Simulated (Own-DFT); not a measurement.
SiC (4H silicon carbide, atoms displaced), GaP (zincblende, strained, atoms displaced) (calculated)

A calculation, not a measurement: plane-wave PBE density functional theory by an unreviewed code, no spin, of a simulated periodic cell, stress positive in tension, free energy of the whole cell less one offset for each atom, forces on such cells passed a denser k mesh, this cell's mesh not checked; offsets are fitted by least squares, one for each functional and potential file, so energies compare only between cells with the same atoms and settings and are not formation energies; the far tail of each file's local potential was reset to the Coulomb form; each entry is a single point on an unrelaxed cell, so the pressure reflects the starting lattice, mostly measured values (interpolated for alloys), from which strain is counted, and rises with the displacements; printed positions are rounded, which can move forces by about a meV/angstrom; the program, named Own-DFT, is a retired in-house code; no spin-orbit coupling; before rounding, a Quantum ESPRESSO 7.3.1 run of the same cell and cutoff gave forces within 1 meV/angstrom rms on each cell, which checks the program and not the settings. Program: Own-DFT development build.

Settings shared by all entries: functional PBE; potential files PseudoDojo norm-conserving, scalar-relativistic, standard set; wave cutoff 42 hartree; occupations Fermi-Dirac; smearing width 0.1 eV.

(1) SiC (4H silicon carbide, atoms displaced)

```xyz
32
Lattice="6.1654 0.0000 0.0000 -3.0827 5.3394 0.0000 0.0000 0.0000 10.0681" Properties=species:S:1:pos:R:3 SiC
Si     0.0478     0.0177     4.0746
Si    -0.0456     1.9116     1.5305
C      3.0873     5.2913     0.9738
C     -0.0492     1.7786     3.5512
Si    -1.5116     2.6686     4.1550
Si    -1.5241     4.3274     1.4312
C     -1.4802     2.6866     0.9753
C     -1.4657     4.4580     3.4933
Si     3.1269     0.0428     4.1168
Si     3.0686     1.6508     1.5795
C     -0.0226     5.3222     1.0078
C      3.1502     1.8288     3.4521
Si     1.5622     2.5673     3.9748
Si     1.6020     4.5039     1.6107
C      1.4816     2.7573     0.9489
C      1.4947     4.4655     3.3962
Si     0.0318     0.0328     9.2248
Si     3.0504     3.6455     6.5569
C      3.0118     5.2606     6.0647
C      2.9450     3.5278     8.4884
Si     4.5030     2.6932     9.1469
Si     4.5650     0.9816     6.6088
C     -1.4704     2.6583     5.9988
C      4.6930     0.8000     8.4561
Si     3.1444     0.0379     9.1083
Si    -0.0247     3.6478     6.6017
C      3.2117     0.0682     5.8281
C      0.0482     3.6409     8.4890
Si     1.6213     2.6898     9.0070
Si     1.5198     0.8752     6.5519
C      1.5049     2.6832     6.0258
C      1.5521     0.9003     8.4552
```

- k mesh: 5 x 5 x 3 centred on Gamma
- free energy of cell above offsets: -0.647 eV
- pressure: 6.91 GPa
- stress xx: -6.21 GPa
- stress yy: -8.42 GPa
- stress zz: -6.09 GPa
- stress yz: 0.81 GPa
- stress xz: 0.07 GPa
- stress xy: -1.51 GPa

Force:
| element | x (eV/Å) | y (eV/Å) | z (eV/Å) |
| --- | --- | --- | --- |
| Si | -1.077 | -1.707 | 0.346 |
| Si | 2.963 | -3.239 | 1.943 |
| C | 0.966 | 1.931 | -0.207 |
| C | 1.068 | -0.291 | -2.244 |
| Si | -0.307 | 1.368 | -0.68 |
| Si | -0.284 | 4.388 | 4.054 |
| C | -3.726 | -2.704 | -2.469 |
| C | -0.916 | -0.165 | -0.669 |
| Si | -0.078 | -0.559 | -3.699 |
| Si | -0.641 | 3.603 | 0.404 |
| C | 0.91 | -0.862 | -2.349 |
| C | -0.385 | -1.158 | -0.092 |
| Si | -0.55 | 2.878 | 2.111 |
| Si | -1.668 | -1.16 | -0.813 |
| C | 1.843 | -1.481 | -0.827 |
| C | 1.748 | -0.571 | 2.028 |
| Si | -0.043 | -0.76 | -2.314 |
| Si | -0.005 | -4.655 | 1.51 |
| C | 1.072 | 4.638 | -2.717 |
| C | 5.986 | 3.191 | -1.01 |
| Si | 2.37 | -0.49 | -1.485 |
| Si | 2.027 | -1.792 | 0.462 |
| C | -1.719 | 2.056 | 0.212 |
| C | -1.052 | 2.656 | 1.336 |
| Si | -0.943 | -0.409 | 0.512 |
| Si | 1.34 | -0.474 | -0.064 |
| C | -2.782 | -0.517 | 4.404 |
| C | -1.747 | -1.129 | 0.074 |
| Si | -5.607 | -1.992 | 2.997 |
| Si | 0.218 | 0.321 | 0.288 |
| C | 0.503 | -0.263 | -1.774 |
| C | 0.516 | -0.653 | 0.734 |

(2) GaP (zincblende, strained, atoms displaced)

```xyz
64
Lattice="10.8620 0.0000 0.0000 0.0000 10.8620 0.0000 0.0000 0.0000 10.9361" Properties=species:S:1:pos:R:3 GaP
Ga    10.8392    10.8618    10.9188
Ga     0.0185     2.6872     2.7126
Ga     2.7196     0.0256     2.7398
Ga     2.7059     2.7677    10.9248
P      1.3643     1.3475     1.3529
P      1.4134     4.0903     4.0886
P      4.1126     1.3563     4.0724
P      4.0319     4.0625     1.4362
Ga     0.0229     0.0077     5.4781
Ga     0.0210     2.6881     8.2175
Ga     2.6970    10.8604     8.1623
Ga     2.7444     2.7049     5.4972
P      1.2946     1.3512     6.8184
P      1.2998     4.0678     9.5939
P      4.0272     1.3617     9.5387
P      4.1005     4.0876     6.8106
Ga     0.0552     5.3774     0.0028
Ga    10.8559     8.1147     2.7654
Ga     2.6781     5.4300     2.7576
Ga     2.7156     8.1266    10.9306
P      1.3547     6.7747     1.3477
P      1.3571     9.5214     4.1679
P      4.0729     6.7590     4.0609
P      4.0637     9.5458     1.3662
Ga    10.8230     5.3822     5.4245
Ga    10.8578     8.1905     8.1942
Ga     2.7697     5.4301     8.2213
Ga     2.6993     8.1121     5.5137
P      1.3499     6.7747     6.8237
P      1.3294     9.4940     9.5970
P      4.0667     6.7715     9.5207
P      4.0538     9.4965     6.8465
Ga     5.4976    10.8428     0.0024
Ga     5.4421     2.7193     2.7529
Ga     8.1389     0.0258     2.7440
Ga     8.2022     2.7635     0.0677
P      6.7433     1.3454     1.3728
P      6.7817     4.0485     4.1113
P      9.5608     1.3661     4.1622
P      9.4879     4.0766     1.3733
Ga     5.4300     0.0503     5.4518
Ga     5.4659     2.6891     8.1408
Ga     8.1251    10.8545     8.2121
Ga     8.1335     2.7524     5.3905
P      6.7355     1.4018     6.8327
P      6.7707     4.1529     9.5450
P      9.5761     1.3483     9.5592
P      9.4906     4.0021     6.7939
Ga     5.4279     5.4195    10.9168
Ga     5.4696     8.1661     2.7533
Ga     8.1636     5.4278     2.7279
Ga     8.1699     8.1528    10.9295
P      6.7187     6.7224     1.3417
P      6.8127     9.4765     4.0864
P      9.4947     6.8108     4.0831
P      9.5147     9.5144     1.3803
Ga     5.4734     5.4317     5.4381
Ga     5.4198     8.0996     8.1679
Ga     8.1109     5.4095     8.1900
Ga     8.1693     8.1905     5.4859
P      6.7643     6.8032     6.8907
P      6.8053     9.4526     9.5729
P      9.4768     6.7914     9.5723
P      9.5098     9.4980     6.8282
```

* k mesh: 3 x 3 x 3 centred on Gamma
* free energy of cell above offsets: -34.876 eV
* pressure: 3.24 GPa
* stress xx: -3.39 GPa
* stress yy: -3.42 GPa
* stress zz: -2.93 GPa
* stress yz: -0.54 GPa
* stress xz: -0.06 GPa
* stress xy: 0.06 GPa

Force:
| element | x (eV/Å) | y (eV/Å) | z (eV/Å) |
| --- | --- | --- | --- |
| Ga | 0.352 | -0.187 | 0.428 |
| Ga | 0.089 | 0.271 | 0.244 |
| Ga | -0.212 | -0.239 | 0.097 |
| Ga | 0.126 | -0.479 | 0.177 |
| P | -0.028 | 0.038 | -0.156 |
| P | -0.731 | -0.681 | 0.29 |
| P | -0.543 | 0.16 | 0.334 |
| P | 0.423 | 0.188 | -0.706 |
| Ga | -0.42 | -0.351 | 0.094 |
| Ga | -0.229 | 0.314 | -0.312 |
| Ga | -0.265 | -0.069 | 0.388 |
| Ga | -0.121 | -0.053 | -0.251 |
| P | 0.945 | 0.24 | 0.18 |
| P | 0.966 | -0.05 | -0.804 |
| P | 0.64 | 0.058 | 0.21 |
| P | -0.021 | -0.091 | 0.189 |
| Ga | -1.031 | 0.819 | 0.116 |
| Ga | 0.382 | 0.568 | -0.307 |
| Ga | 0.289 | 0.341 | -0.4 |
| Ga | 0.169 | 0.194 | -0.025 |
| P | 0.021 | 0.08 | 0.324 |
| P | 0.268 | -0.339 | -0.716 |
| P | 0.108 | 0.516 | 0.473 |
| P | 0.232 | -0.518 | -0.007 |
| Ga | 0.307 | 0.252 | 0.246 |
| Ga | 0.022 | -0.669 | 0.189 |
| Ga | -0.853 | -0.351 | -0.451 |
| Ga | 0.341 | 0.02 | -0.451 |
| P | -0.36 | -0.391 | 0.343 |
| P | 0.393 | 0.156 | -0.316 |
| P | 0.165 | 0.301 | 0.833 |
| P | 0.377 | 0.103 | -0.323 |
| Ga | -0.854 | 0.048 | -0.507 |
| Ga | -0.166 | 0.031 | -0.297 |
| Ga | 0.34 | 0.007 | 0.088 |
| Ga | -0.843 | -0.634 | -1.042 |
| P | 0.781 | 0.516 | -0.006 |
| P | 0.17 | 0.549 | -0.59 |
| P | -0.612 | -0.047 | -0.786 |
| P | 0.803 | 0.236 | 0.486 |
| Ga | 0 | -0.778 | 0.129 |
| Ga | -0.809 | 0.723 | 1.054 |
| Ga | 0.077 | 0.215 | -0.133 |
| Ga | 0.106 | -0.743 | 0.688 |
| P | 1.287 | -0.714 | -0.559 |
| P | 0.155 | -1.475 | 0.312 |
| P | -1.205 | 0.213 | 0.173 |
| P | -0.01 | 0.58 | 0.552 |
| Ga | -0.81 | -0.219 | 0.159 |
| Ga | -0.599 | -0.324 | -0.488 |
| Ga | -0.487 | 0.148 | 0.004 |
| Ga | -0.207 | -0.391 | 0.516 |
| P | 0.878 | 0.84 | 0.34 |
| P | -0.059 | 0.623 | 0.458 |
| P | -0.256 | -0.388 | 0.391 |
| P | -0.138 | -0.079 | 0.105 |
| Ga | -0.363 | 0.329 | 0.225 |
| Ga | -0.262 | 0.738 | 0.448 |
| Ga | 0.738 | 0.246 | -0.18 |
| Ga | -0.339 | -0.567 | 0.029 |
| P | 0.618 | -0.255 | -1.185 |
| P | -0.277 | 0.236 | -0.248 |
| P | 0.578 | -0.369 | -0.188 |
| P | -0.039 | 0.559 | 0.122 |

(3) GaP (zincblende, strained, atoms displaced)

```xyz
64
Lattice="10.8620 0.0000 0.0000 0.0000 10.8620 0.0000 0.0000 0.0000 10.9361" Properties=species:S:1:pos:R:3 GaP
Ga    10.8520     0.0011     0.0038
Ga    10.8285     2.7075     2.7069
Ga     2.7142     0.0330     2.7543
Ga     2.6549     2.7196    10.9039
P      1.3422     1.3222     1.4273
P      1.3768     4.0824     4.0965
P      4.0596     1.3565     4.0683
P      4.1148     4.0581     1.3773
Ga    10.8266     0.0237     5.4970
Ga     0.0078     2.7138     8.2159
Ga     2.6933     0.0033     8.2090
Ga     2.7257     2.6742     5.4649
P      1.3774     1.3258     6.8609
P      1.3248     4.0369     9.5552
P      4.0549     1.3323     9.5650
P      4.0323     4.0761     6.8476
Ga    10.8605     5.4385    10.8594
Ga     0.0304     8.1309     2.7463
Ga     2.7464     5.4093     2.7587
Ga     2.7710     8.1636    10.8843
P      1.3554     6.8213     1.3108
P      1.3966     9.4727     4.0819
P      4.1012     6.7555     4.1259
P      4.0684     9.4805     1.3913
Ga    10.8582     5.4928     5.5183
Ga    10.8536     8.1431     8.2085
Ga     2.7450     5.4078     8.1478
Ga     2.7390     8.1425     5.4807
P      1.3384     6.8182     6.8613
P      1.3137     9.4765     9.5683
P      4.0352     6.8366     9.5708
P      4.0637     9.4819     6.8771
Ga     5.4414     0.0495     0.0063
Ga     5.3805     2.7306     2.7343
Ga     8.1407    10.8606     2.6929
Ga     8.1373     2.7107     0.0056
P      6.7865     1.3878     1.3770
P      6.7848     4.1243     4.0761
P      9.4457     1.3697     4.0602
P      9.4713     4.0196     1.3554
Ga     5.4353     0.0416     5.4451
Ga     5.3876     2.6981     8.1992
Ga     8.1919    10.8550     8.1796
Ga     8.1096     2.7190     5.4381
P      6.7722     1.3922     6.8213
P      6.8168     4.0962     9.5724
P      9.5215     1.3466     9.6462
P      9.5050     4.0848     6.7926
Ga     5.4120     5.4480     0.0581
Ga     5.4648     8.1974     2.7182
Ga     8.1676     5.3895     2.7180
Ga     8.1432     8.0995     0.0447
P      6.8003     6.7577     1.3887
P      6.7564     9.4831     4.1126
P      9.5298     6.7697     4.0702
P      9.4924     9.4737     1.3700
Ga     5.4455     5.4607     5.4709
Ga     5.4399     8.1766     8.1826
Ga     8.1202     5.3779     8.2206
Ga     8.1795     8.1145     5.4273
P      6.8074     6.8731     6.8566
P      6.7582     9.4760     9.5424
P      9.5188     6.7701     9.5098
P      9.5038     9.5688     6.7974
```

* k mesh: 3 x 3 x 3 centred on Gamma
* free energy of cell above offsets: -35.086 eV
* pressure: 3.2 GPa
* stress xx: -3.39 GPa
* stress yy: -3.35 GPa
* stress zz: -2.86 GPa
* stress yz: -0.13 GPa
* stress xz: -0.12 GPa
* stress xy: 0.1 GPa

Force:
| element | x (eV/Å) | y (eV/Å) | z (eV/Å) |
| --- | --- | --- | --- |
| Ga | 0.24 | -0.45 | 0.407 |
| Ga | 0.267 | 0.175 | 0.471 |
| Ga | 0.024 | -0.725 | -0.181 |
| Ga | 0.442 | -0.286 | 0.578 |
| P | 0.027 | 0.357 | -0.733 |
| P | -0.52 | -0.2 | 0.274 |
| P | 0.246 | 0.103 | 0.42 |
| P | -0.978 | 0.027 | -0.457 |
| Ga | 0.556 | 0.123 | -0.884 |
| Ga | -0.448 | -0.271 | -0.338 |
| Ga | 0.054 | -0.56 | 0.208 |
| Ga | -0.323 | 0.307 | -0.01 |
| P | -0.347 | 0.427 | -0.333 |
| P | 0.483 | 0.63 | -0.21 |
| P | -0.142 | 0.3 | 0.186 |
| P | 0.797 | -0.3 | -0.611 |
| Ga | -0.096 | -0.114 | 0.703 |
| Ga | -0.033 | 0.103 | -0.335 |
| Ga | -0.246 | 0.364 | -0.459 |
| Ga | -0.792 | 0.312 | 0.592 |
| P | 0.342 | -0.553 | 0.262 |
| P | -0.393 | 0.506 | 0.524 |
| P | -0.14 | 0.642 | -0.42 |
| P | 0.056 | 0.674 | -0.376 |
| Ga | 0.261 | -0.459 | -0.516 |
| Ga | -0.256 | 0.366 | -0.321 |
| Ga | -0.671 | 0.464 | 0.815 |
| Ga | -0.018 | -0.145 | -0.073 |
| P | 0.423 | -0.081 | -0.119 |
| P | 0.406 | 0.455 | 0.118 |
| P | 0.831 | -0.959 | -0.52 |
| P | 0.023 | 0.668 | -0.605 |
| Ga | -0.039 | -0.623 | 0.056 |
| Ga | 0.706 | -0.074 | 0.199 |
| Ga | -0.258 | -0.332 | 0.25 |
| Ga | -0.194 | -0.03 | -0.157 |
| P | -0.207 | -0.064 | 0.029 |
| P | -0.27 | -0.519 | 0.272 |
| P | 0.448 | -0.162 | 0.376 |
| P | 0.569 | 0.733 | -0.313 |
| Ga | -0.236 | -0.476 | 0.329 |
| Ga | 0.272 | 0.343 | 0.209 |
| Ga | -0.594 | 0.281 | 0.484 |
| Ga | 0.106 | 0.27 | -0.044 |
| P | 0.179 | -0.245 | 0.249 |
| P | -0.926 | -0.491 | 0.285 |
| P | -0.303 | 0.201 | -0.931 |
| P | -0.13 | -0.368 | 0.374 |
| Ga | 0.095 | 0.094 | -0.721 |
| Ga | -0.329 | -0.769 | 0.195 |
| Ga | 0.077 | 0.23 | -0.004 |
| Ga | 0.004 | 0.134 | -0.711 |
| P | -0.06 | 0.229 | 0.152 |
| P | 0.611 | 0.49 | -0.032 |
| P | -0.108 | -0.045 | 0.07 |
| P | 0.204 | 0.115 | 0.056 |
| Ga | 0.19 | -0.097 | 0.487 |
| Ga | -0.281 | -0.283 | 0.305 |
| Ga | 0.314 | 0.619 | -0.655 |
| Ga | -0.06 | 0.422 | 0.099 |
| P | 0.089 | -1.005 | -0.157 |
| P | 0.655 | 0.508 | 0.56 |
| P | -0.577 | 0.119 | 0.401 |
| P | -0.022 | -1.102 | 0.227 |

(4) GaP (zincblende, strained, atoms displaced)

```xyz
64
Lattice="10.8620 0.0000 0.0000 0.0000 10.8620 0.0000 0.0000 0.0000 10.9361" Properties=species:S:1:pos:R:3 GaP
Ga    10.8104     0.0355    10.9154
Ga    10.8390     2.7320     2.6965
Ga     2.7073     0.0096     2.7484
Ga     2.7123     2.6999     0.0040
P      1.3881     1.4141     1.4009
P      1.3305     4.0586     4.0915
P      3.9890     1.3459     4.0919
P      4.0570     4.1160     1.4270
Ga     0.0114    10.8526     5.4649
Ga     0.0310     2.7945     8.1923
Ga     2.7468     0.0210     8.2018
Ga     2.7241     2.6874     5.4563
P      1.3683     1.3666     6.8409
P      1.3540     4.0632     9.5275
P      4.0984     1.3489     9.5485
P      4.1040     4.0256     6.8399
Ga     0.0276     5.4570     0.0487
Ga    10.8519     8.1820     2.7885
Ga     2.7313     5.4150     2.7390
Ga     2.6921     8.1320    10.9288
P      1.3330     6.7886     1.3522
P      1.3504     9.5543     4.1113
P      4.0532     6.8079     4.1482
P      4.1447     9.4642     1.3300
Ga     0.0013     5.4216     5.4633
Ga    10.8290     8.1432     8.1829
Ga     2.6589     5.4249     8.2666
Ga     2.6613     8.1515     5.5074
P      1.3177     6.8037     6.8411
P      1.3447     9.5437     9.5495
P      4.0757     6.8316     9.6043
P      4.0366     9.5032     6.8022
Ga     5.4178     0.0295     0.0084
Ga     5.4409     2.7478     2.7377
Ga     8.1720    10.8281     2.7316
Ga     8.1402     2.6990    10.9001
P      6.7589     1.3871     1.3469
P      6.7577     4.0716     4.1122
P      9.5477     1.3065     4.1652
P      9.4807     4.0556     1.3553
Ga     5.4506    10.8358     5.4852
Ga     5.4347     2.7311     8.2280
Ga     8.1142     0.0076     8.2137
Ga     8.1805     2.7036     5.4974
P      6.7971     1.3200     6.8443
P      6.8001     4.0860     9.5527
P      9.5173     1.3461     9.5935
P      9.5057     4.0391     6.8498
Ga     5.4372     5.4137    10.8865
Ga     5.3866     8.1175     2.7085
Ga     8.1874     5.4147     2.6990
Ga     8.1330     8.1258    10.9238
P      6.7753     6.8204     1.3623
P      6.7911     9.5166     4.0735
P      9.4862     6.7555     4.1273
P      9.4563     9.4972     1.3629
Ga     5.4731     5.4342     5.5368
Ga     5.3993     8.1363     8.2433
Ga     8.1636     5.4420     8.1763
Ga     8.1509     8.1579     5.4739
P      6.7987     6.8046     6.8018
P      6.7847     9.5367     9.6238
P      9.5739     6.7671     9.5487
P      9.4949     9.5310     6.8367
```

* k mesh: 3 x 3 x 3 centred on Gamma
* stress xx: ?

To be estimated
1. Estimate the stress xx of GaP (zincblende, strained, atoms displaced) (entry 4).

Calculated values
1. -3.36 GPa

Further results for GaP (zincblende, strained, atoms displaced) (entry 4):

- free energy of cell above offsets: -35.082 eV
- pressure: 3.2 GPa
- stress yy: -3.37 GPa
- stress zz: -2.87 GPa
- stress yz: -0.07 GPa
- stress xz: 0.01 GPa
- stress xy: -0.03 GPa

Force:
| element | x (eV/Å) | y (eV/Å) | z (eV/Å) |
| --- | --- | --- | --- |
| Ga | 0.734 | -0.372 | 0.756 |
| Ga | -0.06 | -0.272 | 0.621 |
| Ga | 0.237 | -0.448 | -0.664 |
| Ga | 0.362 | 0.344 | -0.103 |
| P | -0.534 | -0.753 | -0.481 |
| P | 0.251 | 0.114 | 0.092 |
| P | 1.41 | 0.034 | 0.102 |
| P | 0.39 | -0.464 | -1.091 |
| Ga | 0.199 | 0.046 | 0.636 |
| Ga | -0.331 | -1.147 | -0.032 |
| Ga | -0.286 | -0.131 | -0.151 |
| Ga | -0.302 | 0.373 | 0.147 |
| P | -0.162 | 0.017 | 0.11 |
| P | -0.006 | 0.143 | 1.299 |
| P | -0.216 | 0.257 | 0.384 |
| P | -0.585 | 0.636 | 0.143 |
| Ga | -0.262 | -0.631 | -0.514 |
| Ga | -0.165 | -0.251 | -0.327 |
| Ga | -0.514 | 0.569 | 0.463 |
| Ga | -0.132 | 0.538 | 0.102 |
| P | 0.414 | 0.373 | 0.806 |
| P | 0.16 | -0.582 | -0.058 |
| P | 0.051 | -0.286 | -0.051 |
| P | -1.217 | 0.542 | 0.255 |
| Ga | -0.026 | -0.139 | 0.103 |
| Ga | 0.268 | 0.485 | 0.083 |
| Ga | 0.89 | 0.388 | -0.819 |
| Ga | 0.103 | 0.015 | -0.419 |
| P | 0.204 | -0.397 | 0.123 |
| P | 0.002 | -0.257 | 0.14 |
| P | -0.336 | -0.771 | -0.331 |
| P | 0.41 | -0.104 | 0.536 |
| Ga | 0.109 | -0.051 | 0.007 |
| Ga | -0.436 | -0.429 | 0.168 |
| Ga | -0.321 | 0.689 | 0.096 |
| Ga | -0.095 | 0.057 | 0.179 |
| P | 0.415 | -0.141 | 0.434 |
| P | 0.743 | 0.092 | 0.115 |
| P | -0.512 | 0.673 | -0.983 |
| P | 0.192 | 0.051 | -0.374 |
| Ga | -0.362 | 0.227 | -0.439 |
| Ga | 0.279 | -0.324 | -0.291 |
| Ga | 0.317 | -0.165 | 0.197 |
| Ga | -0.43 | -0.206 | -0.376 |
| P | -0.228 | 0.586 | 0.022 |
| P | 0.154 | -0.016 | -0.082 |
| P | -0.217 | 0.646 | -0.892 |
| P | -0.018 | 0.566 | -0.215 |
| Ga | -0.103 | 0.213 | 0.695 |
| Ga | 0.386 | 0.07 | 0.628 |
| Ga | -0.726 | 0.196 | 0.306 |
| Ga | 0.239 | -0.064 | -0.164 |
| P | 0.17 | -0.755 | -0.069 |
| P | -0.223 | -0.409 | 0.089 |
| P | 0.144 | 0.317 | -0.208 |
| P | 0.677 | -0.131 | -0.15 |
| Ga | -0.582 | -0.157 | -0.564 |
| Ga | 0.363 | 0.477 | -0.48 |
| Ga | 0 | 0.091 | 0.071 |
| Ga | -0.024 | 0.218 | -0.277 |
| P | 0.046 | 0.265 | 0.856 |
| P | -0.055 | -0.351 | -0.571 |
| P | -0.793 | 0.064 | 0.345 |
| P | -0.059 | -0.169 | 0.067 |
